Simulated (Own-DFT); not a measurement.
Si$_{12}$O$_{23}$ (quartz with two neutral oxygen vacancies, atoms displaced) (calculated)

All values are calculated (Own-DFT development build). A calculation, not a measurement: plane-wave PBE and HSE06 DFT by an unreviewed code, no spin, of a simulated cell at Gamma alone, so results move with cell size and shape, stress positive in tension, energies less offsets, not probed for a lower state with spin; oxygen file: force components 24 meV/angstrom off all-electron in a glass; k mesh not checked against a denser one; forces and stress are PBE's, HSE06 gives the energy alone, and its difference from PBE has offsets of its own; offsets are fitted by least squares, one for each functional and potential file, so energies compare only between cells with the same atoms and settings and are not formation energies; the far tail of each file's local potential was reset to the Coulomb form; each entry is a single point on an unrelaxed cell, so the pressure reflects the starting lattice, mostly measured values (interpolated for alloys), from which strain is counted, and rises with the displacements; printed positions are rounded, which can move forces by about a meV/angstrom; the program, named Own-DFT, is a retired in-house code; no spin-orbit coupling.

```cif
# cell vector a (Å): 9.8268 0.0000 0.0000
# cell vector b (Å): -4.9134 8.5103 0.0000
# cell vector c (Å): 0.0000 0.0000 10.8104
data_Si12O23
_symmetry_space_group_name_H-M 'P 1'
_symmetry_Int_Tables_number 1
_cell_length_a 9.8268
_cell_length_b 9.8268
_cell_length_c 10.8104
_cell_angle_alpha 90.000
_cell_angle_beta 90.000
_cell_angle_gamma 120.000
_cell_volume 904.06
loop_
_atom_site_label
_atom_site_type_symbol
_atom_site_fract_x
_atom_site_fract_y
_atom_site_fract_z
_atom_site_occupancy
Si1 Si 0.23486 0.00385 0.00033 1
Si2 Si 0.00416 0.23440 0.33340 1
Si3 Si 0.27091 0.26585 0.16761 1
O1 O 0.20692 0.13210 0.05953 1
O2 O 0.42396 0.29144 0.22618 1
O3 O 0.37200 0.07791 0.39201 1
O4 O 0.06715 0.36274 0.43780 1
O5 O 0.12812 0.20604 0.27299 1
O6 O 0.29172 0.42553 0.10439 1
Si4 Si 0.23201 0.99803 0.49747 1
Si5 Si 0.00491 0.24192 0.83389 1
Si6 Si 0.26933 0.26947 0.66680 1
O7 O 0.20823 0.13276 0.56046 1
O8 O 0.42779 0.29267 0.72335 1
O9 O 0.36181 0.07506 0.89580 1
O10 O 0.07836 0.37133 0.93942 1
O11 O 0.13983 0.20697 0.78096 1
O12 O 0.30048 0.43289 0.60779 1
Si7 Si 0.23041 0.49582 0.00177 1
Si8 Si 0.99748 0.73309 0.33540 1
Si9 Si 0.26491 0.76585 0.16506 1
O13 O 0.20394 0.63275 0.06081 1
O14 O 0.43162 0.79296 0.22775 1
O15 O 0.07335 0.86462 0.44598 1
O16 O 0.13360 0.71101 0.27181 1
O17 O 0.29646 0.92322 0.10756 1
Si10 Si 0.23329 0.50029 0.49890 1
Si11 Si 0.00147 0.73812 0.82877 1
Si12 Si 0.26437 0.76481 0.66714 1
O18 O 0.20654 0.63034 0.56176 1
O19 O 0.42986 0.79937 0.72682 1
O20 O 0.36318 0.56917 0.89337 1
O21 O 0.07052 0.86293 0.93966 1
O22 O 0.13548 0.70761 0.76751 1
O23 O 0.29258 0.92934 0.60614 1
Si13 Si 0.73527 0.99711 0.00071 1
Si14 Si 0.50388 0.23302 0.33463 1
Si15 Si 0.77020 0.26753 0.16455 1
O24 O 0.70005 0.12957 0.05982 1
O25 O 0.92185 0.29233 0.22932 1
O26 O 0.86604 0.07627 0.38837 1
O27 O 0.57448 0.36186 0.44054 1
O28 O 0.62319 0.20010 0.27442 1
O29 O 0.79257 0.42199 0.10581 1
Si16 Si 0.74022 0.00726 0.49900 1
Si17 Si 0.50077 0.23797 0.82814 1
Si18 Si 0.76666 0.26804 0.67096 1
O30 O 0.70464 0.13631 0.56015 1
O31 O 0.93452 0.29794 0.72614 1
O32 O 0.86984 0.07161 0.89374 1
O33 O 0.57990 0.36845 0.93821 1
O34 O 0.63137 0.20666 0.77166 1
O35 O 0.79517 0.42903 0.60676 1
Si19 Si 0.73096 0.50123 0.00011 1
Si20 Si 0.49964 0.73093 0.33044 1
Si21 Si 0.76897 0.76903 0.16414 1
O36 O 0.70771 0.63156 0.05531 1
O37 O 0.92543 0.78930 0.22625 1
O38 O 0.86302 0.57480 0.38996 1
O39 O 0.57669 0.86688 0.44310 1
O40 O 0.79639 0.92981 0.10455 1
Si22 Si 0.73230 0.49928 0.50232 1
Si23 Si 0.49948 0.73301 0.83247 1
Si24 Si 0.76131 0.75888 0.66433 1
O41 O 0.71095 0.63424 0.55651 1
O42 O 0.92416 0.79117 0.72412 1
O43 O 0.86530 0.56645 0.89328 1
O44 O 0.57336 0.87314 0.93908 1
O45 O 0.63573 0.70935 0.77156 1
O46 O 0.79176 0.92748 0.60431 1
_calc_first_functional 'PBE'
_calc_second_functional 'HSE06'
_calc_exact_exchange_share 0.25
_calc_screening 0.11  # 1/bohr
_calc_exchange_divergence 'Gygi-Baldereschi'
_calc_potential_files 'PseudoDojo norm-conserving, scalar-relativistic, made for PBE, standard set'
_calc_wave_cutoff 48  # hartree
_calc_occupations 'fixed'
_calc_k_mesh '1 x 1 x 1 centred on Gamma'
_calc_PBE_energy_of_cell_above_offsets '-21.409'  # eV
_calc_HSE06_less_PBE_above_offsets '0.027'  # eV
_calc_PBE_pressure 7.47  # GPa
_calc_PBE_stress_xx -8.66  # GPa
_calc_PBE_stress_yy -7.02  # GPa
_calc_PBE_stress_zz -6.72  # GPa
_calc_PBE_stress_yz -1.38  # GPa
_calc_PBE_stress_xz -1.38  # GPa
_calc_PBE_stress_xy 1.32  # GPa
```

Force:
```tsv
element	x (eV/Å)	y (eV/Å)	z (eV/Å)
Si	0.881	-3.163	0.553
Si	-3.318	0.234	-0.706
Si	-3.296	-0.534	-0.77
O	-1.412	1.444	1.241
O	2.552	0.621	1.44
O	-1.833	-2.804	1.503
O	0.591	1.934	1.949
O	3.983	-0.219	-2.108
O	1.06	-0.76	1.428
Si	2.063	1.983	0.491
Si	0.69	-2.66	0.498
Si	-1.489	-1.479	-0.229
O	-0.753	0.941	0.299
O	0.546	0.909	-0.429
O	1.659	1.633	-2.134
O	-2.139	-1.615	-0.484
O	0.188	0.52	-0.821
O	-0.208	-0.013	-0.147
Si	1.01	3.1	0.29
Si	0.942	1.084	-0.234
Si	1.522	-1.103	1.472
O	0.182	-0.768	-0.541
O	-2.5	0.468	-2.029
O	-1.535	-1.786	-1.523
O	0.034	-0.341	0.615
O	-1.613	2.887	-1.849
Si	1.811	0.464	-2.137
Si	0.2	-2.312	1.47
Si	1.639	1.656	-2
O	-1.103	0.667	0.287
O	0.13	-0.269	0.02
O	0.557	0.735	-0.489
O	0.283	0.922	0.634
O	-2.19	-0.879	2.326
O	0.701	-0.656	0.513
Si	-1.127	2.147	-1.192
Si	-2.721	1.318	-0.429
Si	-2.586	-2.849	0.917
O	0.513	0.065	0.033
O	2.142	0.43	0.701
O	-0.037	-1.092	0.507
O	-0.424	1.174	1.001
O	5.023	0.179	-3.067
O	-1.188	2.208	-0.91
Si	-0.859	-0.99	-0.129
Si	-0.25	-1.135	2.839
Si	0.985	-0.22	-1.64
O	0.218	0.555	0.388
O	-1.257	0.308	-0.869
O	0.167	1.098	-0.425
O	-1.933	-1.965	-1.19
O	0.504	-0.498	0.438
O	0.388	0.078	0.718
Si	4.122	-1.308	-0.422
Si	2.326	-1.23	2.299
Si	-2.392	-1.692	1.452
O	-2.077	2.939	1.797
O	0.223	0.735	-0.193
O	-0.569	-1.609	1.095
O	-0.296	-0.643	-0.901
O	1.299	-0.189	0.994
Si	1.575	-1.143	-1.958
Si	-0.844	0.703	0.814
Si	-0.326	3.002	-0.517
O	-1.472	0.44	0.035
O	0.09	0.327	-0.455
O	0.734	1.679	-1.133
O	-0.391	-1.865	-0.932
O	-0.549	-0.876	0.871
O	1.152	-0.918	1.066
```
